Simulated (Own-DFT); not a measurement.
# Stretching a layer in its plane: wurtzite AlGaN with randomly placed atoms, 72 atoms (Al9Ga27N36)

No measurement is shown. These are fixed-geometry runs of a retired plane-wave code named Own-DFT, which no person has reviewed; spin and spin-orbit coupling are neglected.

Settings: PBE; PseudoDojo norm-conserving scalar-relativistic files (stringent for Ga); cutoff 96 hartree; 4 x 4 x 3 k mesh centred on Gamma; Gaussian smearing of 0.01 eV.

Limits: forces on such cells passed a denser k mesh, each cell not checked; stress not checked against mesh or cutoff.

Unstrained cell vectors in Å: (9.509, 0.000, 0.000); (-4.755, 8.235, 0.000); (0.000, 0.000, 10.268). The unstrained cell has measured lattice constants (interpolated for alloys), not those of this functional. That, the random moves and any unrelaxed bonds set the pressure at no strain. Each run strains x and y alike by e, as a substrate would, and holds the height along z. Each atom got a random Gaussian move of width 0.05 Å along each axis. The random placing of the alloy's atoms differs from row to row. Stress is positive in tension.

```
e (%)  u (Å)  (s_xx + s_yy)/2 (GPa)  s_zz (GPa)
-2.75  0.048                 -23.92      -12.15
-2.25  0.051                 -22.34       -9.02
-1.25  0.051                 -14.11       -9.14
-1.00  0.046                 -11.53       -9.41
 0.50  0.050                      ?           ?
 0.75  0.049                  -2.93       -6.39
 1.25  0.055                  -1.61       -4.70
 1.75  0.050                   1.21       -2.98
 2.75  0.047                   6.96       -5.72
 3.00  0.049                   7.63       -4.64
```

## Worked fit

With e as a fraction, the in-plane stress is -7.2 + 558 e - 2358 e² GPa (errors 17 and 1141, scatter 1.03), and s_zz is -7.4 + 124 e GPa (slope ± 24, scatter 1.42). At e = 0 the first slope is C11 + C12 and the second 2 C13, both with the ions held to the strained lattice and at the cell's own pressure. A free layer would change its height as e changes, and the in-plane slope would drop by 2 C13²/C33 to the biaxial modulus. At fixed height, a misfit of 1 % moves the in-plane stress by about 5.6 GPa and s_zz by 1.2 GPa.

## Check

Question: what are the two stresses at e = 0.50 %?

The fit gives -4.4 and -6.8 GPa. The hidden result is -3.87 and -7.15 GPa.
